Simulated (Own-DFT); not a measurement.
# Short bonds, stiff crystals?

Source: density functional calculations with Own-DFT, an unreviewed in-house program that is no longer used. Nothing was measured or relaxed, and spin and spin-orbit coupling are left out.

Keep in mind (not all hold for every row): forces on such cells moved up to 12 meV/angstrom on a denser k mesh; k mesh not checked against a denser one; forces on such cells passed a denser k mesh, each cell not checked; stress not checked against mesh or cutoff.

All runs are PBE with PseudoDojo norm-conserving files; cutoff and k mesh are each material's own. Every cell starts from measured lattice constants and was given uniform random strains and small random moves of its atoms. Each triple is the change of volume in per cent, the rms move u in Å and the pressure in GPa.

- 3C SiC (C32Si32), 10.36 Å³/atom unstrained: (-1.82, 0.052, 10.37); (-1.08, 0.048, 7.79); (-0.94, 0.050, 7.94); (-0.53, 0.051, 7.60); (-0.21, 0.051, 6.02); (0.98, 0.054, 3.90); (3.65, 0.048, -2.20)
- wurtzite AlN (Al64N64), 10.45 Å³/atom unstrained: withheld
- wurtzite GaN (Ga48N48), 11.42 Å³/atom unstrained: (-2.66, 0.051, 13.70); (-0.78, 0.049, 9.52); (-0.04, 0.051, 7.70); (-0.02, 0.049, 8.11); (1.12, 0.052, 5.68); (2.49, 0.047, 2.90); (2.79, 0.051, 2.97)
- diamond silicon (Si64), 20.02 Å³/atom unstrained: (-2.33, 0.047, 5.08); (-1.26, 0.053, 3.89); (-0.07, 0.050, 2.72); (0.54, 0.050, 2.35); (1.85, 0.051, 1.07); (1.91, 0.051, 1.04); (3.51, 0.049, -0.65)
- zincblende GaP (Ga32P32), 20.24 Å³/atom unstrained: (-1.67, 0.050, 5.17); (-1.08, 0.050, 4.45); (-0.77, 0.050, 4.28); (-0.54, 0.051, 4.19); (0.22, 0.051, 3.13); (0.85, 0.052, 2.72); (2.49, 0.050, 1.24)
- grey tin (Sn64), 34.15 Å³/atom unstrained: (-2.58, 0.049, 5.11); (-2.48, 0.050, 5.25); (-1.63, 0.046, 4.49); (-1.50, 0.049, 4.44); (-0.32, 0.050, 3.97); (0.52, 0.046, 3.54); (2.04, 0.051, 2.69)

## What the rows give

Fit a line to each set against the fractional change of volume; B is minus its slope, and u is nearly the same within a set. To take it to zero pressure, assume that B rises by 4 GPa for each GPa: B0 = B - 4 x (mean pressure). The bond length of an ideal tetrahedral crystal with the unstrained volume v is d = (√3/4)(8 v)^(1/3). Cohen's empirical rule reads B0 = (1971 - 220 L) d^(-3.5) GPa, with L = 0 for group IV crystals and SiC and 1 for III-V compounds.

```
material,L,d (Å),B (GPa),mean P (GPa),B0 (GPa),rule (GPa)
3C SiC (C32Si32),0,1.888,223 ± 9,5.9,199 ± 9,213
wurtzite AlN (Al64N64),1,1.893,?,?,?,188
wurtzite GaN (Ga48N48),1,1.950,200 ± 7,7.2,171 ± 7,169
diamond silicon (Si64),0,2.352,96 ± 2,2.2,87 ± 2,99
zincblende GaP (Ga32P32),1,2.360,94 ± 4,3.6,80 ± 4,87
grey tin (Sn64),0,2.810,53 ± 3,4.2,36 ± 3,53
```

A line through ln[B0/(1971 - 220 L)] against ln d has a slope of -4.3 ± 0.3 and a scatter of 9 %. Against the rule, B0 stands at 94 % for 3C SiC, 101 % for wurtzite GaN, 88 % for diamond silicon, 92 % for zincblende GaP, 67 % for grey tin. PBE tends to make silicon and heavier crystals too soft, and the rule itself is only a guide.

## Test on the hidden row

The question: what B0 does the fitted trend give for wurtzite AlN (Al64N64)?

From the line: 190 GPa. Its own runs give B = 201 ± 6 GPa at a mean pressure of 5.5 GPa, so B0 = 179 GPa.
